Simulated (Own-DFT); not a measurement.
# Computed records: GaAs (zincblende with one plane slipped along a stacking-fault path, atoms displaced), SiC (2H silicon carbide, atoms displaced)

Computed with Own-DFT development build. A calculation, not a measurement: plane-wave PBE density functional theory by an unreviewed code, no spin, of a simulated periodic cell, stress positive in tension, free energy of the whole cell less one offset for each atom, forces on such cells passed a denser k mesh, this cell's mesh not checked; offsets are fitted by least squares, one for each functional and potential file, so energies compare only between cells with the same atoms and settings and are not formation energies; the far tail of each file's local potential was reset to the Coulomb form; each entry is a single point on an unrelaxed cell, so the pressure reflects the starting lattice, mostly measured values (interpolated for alloys), from which strain is counted, and rises with the displacements; printed positions are rounded, which can move forces by about a meV/angstrom; the program, named Own-DFT, is a retired in-house code; no spin-orbit coupling.

Common to all runs: functional PBE; potential files PseudoDojo norm-conserving, scalar-relativistic, standard set; wave cutoff 42 hartree; occupations Fermi-Dirac; smearing width 0.1 eV; hardware one NVIDIA H100.

(1) 
```xyz
48
Lattice="5.6533 -5.6533 0.0000 0.0000 5.6533 -5.6533 12.0604 12.0604 9.7991" Properties=species:S:1:pos:R:3:force_x:R:1:force_y:R:1:force_z:R:1 formula=GaAs k_mesh=4_x_4_x_2_centred_on_Gamma free_energy_of_cell_above_offsets=-14.788 pressure=4.91 stress_xx=-5.33 stress_yy=-6.47 stress_zz=-2.93 stress_yz=-0.13 stress_xz=-0.52 stress_xy=0.34 wall_time=855.5
Ga    12.0731    17.6648     4.1541      0.531      0.378     -0.435
As     7.1303     1.3878    -4.2619     -0.492     -0.247      0.663
Ga     2.8837     2.7373    -0.0096     -0.732        0.7     -0.087
As     4.2585     4.1303     1.4053     -0.092      0.773      0.396
Ga     5.6295     2.7776     2.9235      0.028     -0.169     -1.053
As     6.9390     4.2651     4.1992      0.348     -2.169      1.675
Ga     6.4501     6.4183     4.1043      1.105      2.601       -0.9
As     7.8686     7.9120     5.5859     -0.855     -1.356      0.079
Ga     9.2322     9.1609     4.1879     -0.302      1.051     -1.102
As    10.5181    10.5903     5.5700      1.467      0.808     -0.003
Ga    12.0428     9.1574     6.9780      0.203      1.164      0.058
As    13.5651    10.6738     8.3679     -0.421     -0.175     -0.384
Ga    17.6996     9.2307     6.9736      0.439     -0.102     -0.208
As     6.9918    -1.4003    -1.3624      0.822     -0.304     -0.092
Ga     2.8984     5.6068    -2.7512     -1.062      -0.45     -0.814
As     4.2720     6.9667    -1.4379     -0.115      0.654      1.168
Ga     5.6672     5.5962     0.0074      0.074     -0.511      -0.12
As     6.9610     7.0951     1.4196     -0.316     -1.302      1.165
Ga     6.2880     9.2879     1.3262      1.511      0.823     -1.314
As     7.7116    10.6379     2.6784      1.234      0.081      0.347
Ga     9.2729    12.0448     1.2752     -0.632       0.25      0.742
As    10.6601    13.4710     2.7723        0.3     -0.962     -0.921
Ga    12.1158    12.0458     4.0500     -0.813     -1.072      0.512
As    13.4320    13.4367     5.4288      0.606       0.58      1.398
Ga     2.8640     2.8796    -5.5609     -1.288     -1.041     -1.537
As     4.2078     4.2091    -4.3479       0.95      0.975       1.96
Ga     5.5154     0.0773    -0.0470      2.492     -1.648      1.898
As     7.0974     1.4226     1.4213     -0.866     -0.039     -0.186
Ga     8.5219     0.1126     2.8198     -0.108     -1.409     -0.195
As     9.8956     1.4427     4.2637     -0.349     -2.591      1.261
Ga     9.1841     3.4968     4.2352      0.048      3.412     -0.754
As    10.6732     5.0232     5.5994      -0.27     -0.023     -1.318
Ga    12.0986     6.4669     4.1029     -0.132      -0.18      0.316
As    13.5129     7.8008     5.6141     -0.716      0.527     -1.103
Ga    14.9323     6.5510     6.9369      0.294     -1.315      0.941
As    16.3154     7.8704     8.4227      0.081     -0.273      0.183
Ga     2.9410     0.0883    -2.8727     -1.035     -0.492     -0.234
As     4.3057     1.3344    -1.3530     -1.477      2.178     -2.059
Ga     5.5938     2.8229    -2.8318      0.665     -0.183     -0.464
As     7.0869     4.1809    -1.4603      0.158      0.606      0.057
Ga     8.4916     2.8461     0.0493      -0.14     -0.472     -0.925
As     9.7977     4.2863     1.4107     -1.231     -1.501      1.445
Ga     9.2308     6.4487     1.3213      0.475      2.146     -0.899
As    10.6891     7.9258     2.7171     -0.638     -1.082      0.316
Ga    11.9856     9.2340     1.2854      1.059      0.587      0.056
As    13.4689    10.6402     2.6646      0.696     -0.285     -0.035
Ga    14.9402     9.1008     4.0947     -0.898      1.747      0.846
As    16.3506    10.6716     5.5626     -0.606     -0.687     -0.341
```

Units: free_energy_of_cell_above_offsets in eV; pressure, stress_xx, stress_yy, stress_zz, stress_yz, stress_xz, stress_xy in GPa; wall_time in s; force_x, force_y, force_z in eV/Å.

(2) 
```xyz
48
Lattice="5.6533 -5.6533 0.0000 0.0000 5.6533 -5.6533 12.0604 12.0604 9.7991" Properties=species:S:1:pos:R:3:force_x:R:1:force_y:R:1:force_z:R:1 formula=GaAs k_mesh=4_x_4_x_2_centred_on_Gamma free_energy_of_cell_above_offsets=-15.223 pressure=4.81 stress_xx=-5.71 stress_yy=-5.74 stress_zz=-2.96 stress_yz=-0.68 stress_xz=-0.76 stress_xy=0.3 wall_time=764.2
Ga    12.0676    17.6651     4.1866      0.572      1.005     -0.594
As     7.1419     1.4233    -4.2691     -0.642      0.171      0.354
Ga     2.8269     2.8480    -0.0891      0.313      0.281      0.838
As     4.3053     4.2364     1.5937     -0.978        0.2     -1.955
Ga     5.6511     2.8082     2.8303       0.08     -1.257       0.34
As     6.9953     4.1816     4.2507      -0.66     -0.071      1.379
Ga     6.4175     6.5108     4.1485      1.025     -0.429     -1.551
As     7.8104     7.7607     5.5613      0.643      0.689     -0.469
Ga     9.2815     9.1901     4.0900     -0.155      0.193      0.776
As    10.6477    10.6066     5.5572     -0.249      0.041      0.166
Ga    12.1587     9.1719     6.9294     -0.844      1.013      0.925
As    13.4893    10.7548     8.3269      0.233     -1.195      0.401
Ga     5.6698    -2.7679    -2.7502      -0.52     -1.593     -1.098
As     7.0284    -1.4113    -1.4876      0.342      0.454      1.393
Ga     2.8445     5.5876    -2.7807       -1.7       0.36     -0.876
As     4.1310     6.9149    -1.5010       1.29      2.049      1.621
Ga     5.5961     5.7028     0.0410     -0.254     -1.061     -0.552
As     7.0157     7.0849     1.3161     -0.543     -1.628      1.565
Ga     6.4179     9.2166     1.2776      0.657      2.275     -1.072
As     7.8349    10.5695     2.7491     -0.316      0.517     -0.145
Ga     9.1569    12.0481     1.3103      0.913     -0.399      0.451
As    10.6643    13.4639     2.7563     -0.535      0.336     -0.907
Ga    11.9833    11.9727     4.0217      0.268      0.496       1.51
As    13.5019    13.4084     5.5530     -0.616      0.422     -0.274
Ga     2.8792     2.8430    -5.6214     -0.662      -0.07     -0.266
As     4.1761     4.3082    -4.1428      0.857     -0.951     -1.258
Ga     5.6179    -0.0312     0.0164     -0.246     -0.057     -0.312
As     6.9973     1.3580     1.3656      0.946      0.613      0.356
Ga     8.5148     0.0356     2.8519     -1.359     -0.794     -0.968
As     9.8437     1.3168     4.1758     -0.327          0      2.169
Ga     9.2174     3.5095     4.0914      1.079      1.736     -0.836
As    10.6938     5.0229     5.5261     -0.803     -0.173     -0.254
Ga    12.1079     6.4433     4.1551     -0.515     -0.703     -0.824
As    13.4071     7.8226     5.5097      1.155      0.128     -0.169
Ga    14.8318     6.4732     6.8836      0.131     -0.928      0.737
As    16.2762     7.7679     8.3870      0.226       0.45      0.017
Ga     2.9092     0.0188    -2.8260     -0.205      0.238     -0.346
As     4.2633     1.4410    -1.4311      0.337      0.024      0.092
Ga     5.6466     2.9434    -2.7946      0.214     -1.104     -0.641
As     7.0777     4.2180    -1.4268     -0.335      1.275      0.293
Ga     8.4483     2.9030    -0.0439      0.209     -1.318      0.189
As     9.8609     4.2455     1.3974     -0.963       -1.2      1.223
Ga     9.1995     6.4482     1.3701       1.53      1.053     -0.837
As    10.7155     7.8908     2.7135     -0.158      -0.92     -0.363
Ga    12.0732     9.1979     1.1935     -0.087      0.513      0.464
As    13.3571    10.5717     2.7651      1.141      0.187     -1.399
Ga    14.8507     9.2309     4.1052      0.609      0.364       0.54
As    16.3916    10.7034     5.5687     -1.096     -1.229      0.169
```

Units: free_energy_of_cell_above_offsets in eV; pressure, stress_xx, stress_yy, stress_zz, stress_yz, stress_xz, stress_xy in GPa; wall_time in s; force_x, force_y, force_z in eV/Å.

(3) 
```xyz
32
Lattice="6.1654 0.0000 0.0000 -3.0827 5.3394 0.0000 0.0000 0.0000 10.0681" Properties=species:S:1:pos:R:3:force_x:R:1:force_y:R:1:force_z:R:1 formula=SiC k_mesh=5_x_5_x_3_centred_on_Gamma free_energy_of_cell_above_offsets=-1.658 pressure=5.87 stress_xx=-5.22 stress_yy=-8.93 stress_zz=-3.47 stress_yz=-0.12 stress_xz=0.3 stress_xy=-2.28 wall_time=120.3
Si     0.0206     0.0505    10.0575     -1.272      -2.39     -0.039
Si     0.0409     1.7150     2.5018     -1.151      1.719      0.441
C      6.0666     0.0429     1.8209      2.034     -1.749       1.22
C      0.0209     1.8022     4.3859     -0.136     -1.141      0.277
Si     2.9714     5.2002     4.9746      2.988      4.305      2.032
Si    -0.0151     1.7329     7.4827      1.248      3.296      1.982
C      6.1147     0.0877     6.9852       0.76     -3.857     -1.841
C     -0.0300     1.7526     9.5825      1.735      0.993     -3.564
Si    -1.4949     2.6846    10.0218     -1.096     -0.281      2.062
Si    -1.5350     4.4660     2.5230     -1.026     -0.494      0.039
C     -1.5154     2.6653     1.9308      0.117      0.755     -0.972
C     -1.5585     4.4889     4.4713     -1.782     -1.762      -1.85
Si     4.5959     2.6627     4.9742      1.453     -0.273      1.047
Si    -1.5988     4.4774     7.5472      2.302      0.738     -0.387
C     -1.4738     2.6972     6.9411     -1.162      0.554     -0.747
C     -1.5129     4.4465     9.4875     -2.402     -0.144      -1.57
Si    -0.0897     5.3323    10.0116      2.967      0.039      1.796
Si     3.1249     1.8562     2.4819     -1.249     -2.047      0.552
C     -0.0090     5.2756     1.9664      0.324      1.951     -1.645
C      3.1262     1.6680     4.4607     -0.805       3.61     -2.267
Si    -0.0607     5.3226     4.9337      1.724     -0.982      3.378
Si     3.1501     1.8550     7.5335     -0.827     -2.439     -0.655
C      3.1037     0.0054     6.8921      -0.01          0      0.755
C      3.1068     1.7672     9.4581       0.67      0.176     -0.884
Si     1.6192     2.6422     9.9952     -2.108      0.125      1.051
Si     1.5719     4.3767     2.4237     -1.283      1.311      1.432
C      1.4594     2.6886     1.7979      2.318     -1.453      0.946
C      1.5346     4.4155     4.4664     -1.838     -0.786     -3.101
Si     1.5914     2.6926     5.0093     -0.769      -2.13       0.37
Si     1.6508     4.3972     7.6350     -3.228      0.887     -2.339
C      1.5792     2.6694     6.8683      0.091     -0.071      1.465
C      1.4672     4.3714     9.4286      1.413      1.543      1.017
```

Units: free_energy_of_cell_above_offsets in eV; pressure, stress_xx, stress_yy, stress_zz, stress_yz, stress_xz, stress_xy in GPa; wall_time in s; force_x, force_y, force_z in eV/Å.

(4) 
```xyz
32
Lattice="6.1654 0.0000 0.0000 -3.0827 5.3394 0.0000 0.0000 0.0000 10.0681" Properties=species:S:1:pos:R:3:force_x:R:1:force_y:R:1:force_z:R:1 formula=SiC k_mesh=5_x_5_x_3_centred_on_Gamma free_energy_of_cell_above_offsets=-0.889 pressure=6.73 stress_xx=-2.73 stress_yy=-4.42 stress_zz=-13.04 stress_yz=2.58 stress_xz=0.08 stress_xy=-1.41 wall_time=119.3
Si     3.0286     5.3037     9.9979        1.4      1.054      1.708
Si    -0.0143     1.9008     2.4588      2.759     -2.811      2.069
C     -3.0190     5.3362     1.9743     -4.263      1.895     -2.228
C      0.0883     1.7898     4.4413     -2.151      0.221     -1.294
Si     0.0045     0.0489     5.0790       0.54     -1.355     -4.756
Si     0.0642     1.8301     7.5126     -3.546     -0.558      0.499
C     -0.0101     0.0882     6.7618      0.724     -0.942      6.784
C     -0.0529     1.8235     9.4469      0.054     -1.098     -0.347
Si     4.5176     2.6703     0.0437       2.12       0.67     -0.454
Si    -1.6188     4.4655     2.5066      1.318     -0.885      1.133
C     -1.4675     2.7110     1.9449     -3.107     -0.149      -1.75
C     -1.5127     4.3644     4.3402      -0.57      2.807      1.152
Si    -1.5508     2.7143     4.9683      0.137     -2.371      1.908
Si    -1.5093     4.4943     7.6670     -0.296     -0.663     -3.599
C      4.5242     2.6932     6.9725      1.619      0.771     -0.826
C     -1.5059     4.4525     9.4402     -0.885      0.377      2.221
Si     3.1228     0.0267     0.0962     -1.061     -0.665     -1.727
Si     3.1707     1.7888     2.5958     -2.312      0.339     -4.343
C     -0.1470     5.3216     1.9187      3.244      1.521      0.355
C      3.0669     1.7924     4.2857      0.408      -0.79      5.383
Si    -0.0216     5.2959     5.0246      0.738      0.397       0.43
Si     3.0382     1.8176     7.6078      0.475      -0.85     -0.889
C      3.1415     0.0012     7.0106     -1.001      0.362     -1.102
C      3.0436     1.7914     9.5063     -0.578     -0.324     -0.294
Si     1.4930     2.6728     0.0269     -0.098     -0.175      0.003
Si     1.4666     4.5171     2.5999      1.212      -1.21     -1.359
C      1.5001     2.7480     1.8617      1.428      0.122      0.806
C      1.6024     4.2890     4.4345     -0.813      6.161     -0.648
Si     1.5238     2.7294     5.0715      0.931     -4.141      -1.28
Si     1.6154     4.4680     7.5843     -0.775      0.091      -2.77
C      1.4855     2.6452     6.8364      2.309       1.53      2.932
C      1.5322     4.4041     9.3677      0.038      0.665      2.283
```

Units: free_energy_of_cell_above_offsets in eV; pressure, stress_xx, stress_yy, stress_zz, stress_yz, stress_xz, stress_xy in GPa; wall_time in s; force_x, force_y, force_z in eV/Å.

(5) 
```xyz
32
Lattice="6.1654 0.0000 0.0000 -3.0827 5.3394 0.0000 0.0000 0.0000 10.0681" Properties=species:S:1:pos:R:3:force_x:R:1:force_y:R:1:force_z:R:1 formula=SiC k_mesh=5_x_5_x_3_centred_on_Gamma free_energy_of_cell_above_offsets=-1.674 pressure=5.64 stress_xx=-4.21 stress_yy=-4.53 stress_zz=-8.17 stress_yz=-2.49 stress_xz=1.9 stress_xy=2.09 wall_time=126.6
Si    -3.0337     5.3254     0.0907     -1.168      1.008     -3.935
Si     0.0211     1.7900     2.5050      0.422       0.59      0.115
C      0.0558     0.0346     1.8428     -0.915     -0.533      2.916
C     -0.0779     1.8217     4.4243      2.721     -2.473     -1.009
Si     3.0543     5.2642     5.0689     -0.403       1.11     -1.079
Si    -0.1459     1.6959     7.4893      2.398      2.466      2.873
C      6.1187     0.0169     6.9140      1.307     -1.751     -0.086
C     -0.0054     1.7167     9.4885     -0.096      1.581       -0.5
Si     4.5673     2.7086     0.0452      1.784      -1.23     -2.571
Si    -1.5395     4.4881     2.5427      0.164      0.138      0.662
C     -1.5015     2.7430     1.8655       0.32     -0.451      1.236
C     -1.5425     4.5269     4.4370     -0.158     -1.663     -0.651
Si     4.6251     2.5581     5.0317      -0.72      3.737      0.539
Si    -1.4859     4.5237     7.5450      0.059     -0.106     -0.484
C     -1.4702     2.7719     6.8688     -2.337      -1.02      0.847
C     -1.5058     4.5068     9.4268     -1.226     -1.571      0.371
Si     0.0193     5.2560     0.0146     -1.254      2.523      0.058
Si     3.2648     1.7464     2.5001     -3.211      1.386      0.402
C      3.0244     0.0570     1.8738      2.161     -1.519      0.399
C      3.0946     1.7745     4.4201      0.314     -0.389     -0.967
Si     0.0693     5.3368     4.9441     -2.026     -0.105      2.442
Si     3.0672     1.7900     7.5171      0.443      0.468      0.636
C      3.2030     0.0036     6.9192       -1.5      0.744     -0.735
C      3.0397     1.7382     9.4529       1.95      0.296     -0.502
Si     1.6974     2.6734     0.0837     -4.141      0.334     -2.853
Si     1.6010     4.4653     2.4774     -1.157     -0.937      0.442
C      1.5618     2.6375     1.8566       1.33      0.868      2.496
C      1.4551     4.3732     4.4161      3.021     -0.075     -1.388
Si     1.5781     2.6016     5.0793     -1.828      0.987      -0.33
Si     1.5914     4.3829     7.5714     -0.974      2.576      0.602
C      1.4778     2.7544     6.9624      0.747     -4.189     -1.131
C      1.4581     4.5427     9.4089      3.973     -2.798      1.185
```

Units: free_energy_of_cell_above_offsets in eV; pressure, stress_xx, stress_yy, stress_zz, stress_yz, stress_xz, stress_xy in GPa; wall_time in s; force_x, force_y, force_z in eV/Å.

(6) 
```xyz
32
Lattice="6.1654 0.0000 0.0000 -3.0827 5.3394 0.0000 0.0000 0.0000 10.0681" Properties=species:S:1:pos:R:3:force_x:R:1:force_y:R:1:force_z:R:1 formula=SiC k_mesh=5_x_5_x_3_centred_on_Gamma free_energy_of_cell_above_offsets=-1.215 pressure=6.64 stress_xx=-9.68 stress_yy=-2.92 stress_zz=-7.31 stress_yz=-0.27 stress_xz=-1.02 stress_xy=-0.04 wall_time=115.2
Si     3.0519     5.3074    10.0552      0.835      0.295      0.961
Si    -0.0439     1.7735     2.5212      0.687     -0.581      1.151
C      0.0800     0.0044     1.9769     -2.807     -0.367     -1.888
C      0.0277     1.7616     4.4267     -1.142      1.311     -0.013
Si     6.1484     0.0230     5.0851       1.42       0.88     -0.594
Si     0.0508     1.6691     7.6305     -0.913      3.177     -1.203
C     -3.0576     5.3329     6.9826     -1.868     -0.439     -1.342
C     -0.0714     1.8313     9.4824      1.548     -2.163     -0.445
Si     4.6069     2.5805     0.0160     -1.182      2.982      0.315
Si    -1.5453     4.4264     2.5121      0.782      1.564      0.236
C     -1.5297     2.7286     1.9772      -0.84     -2.192     -2.006
C     -1.6272     4.3951     4.3672      1.594      1.393      1.189
Si     4.5247     2.7305     5.0918      1.538     -2.255     -2.632
Si    -1.5142     4.5313     7.3819     -3.374     -4.839      4.495
C      4.5858     2.6184     6.8504      1.845      0.874      2.158
C     -1.5165     4.4715     9.4676     -2.116     -1.369      -1.58
Si    -0.0937     5.3382    10.0553      2.105      1.256     -0.864
Si     3.0127     1.8674     2.5155      2.437     -2.531      0.704
C      3.0767     0.0106     1.8100      0.065      0.297      2.617
C      3.0236     1.7855     4.4183      0.596     -0.719     -0.169
Si     0.0601     5.2457     4.9842     -2.668      1.652      0.601
Si     3.1158     1.7937     7.4678     -0.746     -0.901        1.1
C     -0.0716     5.2087     6.9513      4.386      4.056     -3.152
C      3.1628     1.7761     9.3218     -2.641     -0.309       2.02
Si     1.4208     2.6334     0.0825      2.633      1.546     -4.065
Si     1.4960     4.4220     2.5095      1.273       0.82     -0.582
C      1.5505     2.5640     1.8228     -1.908      2.371      2.586
C      1.6102     4.4934     4.4584     -1.211     -1.567     -1.396
Si     1.5342     2.6971     5.0359     -0.489     -0.922      0.645
Si     1.4605     4.4389     7.5415      1.696     -0.656      1.514
C      1.5768     2.6679     6.9546     -1.134     -0.383     -0.426
C      1.4984     4.5490     9.4499     -0.402     -2.283      0.062
```

Units: free_energy_of_cell_above_offsets in eV; pressure, stress_xx, stress_yy, stress_zz, stress_yz, stress_xz, stress_xy in GPa; wall_time in s; force_x, force_y, force_z in eV/Å.
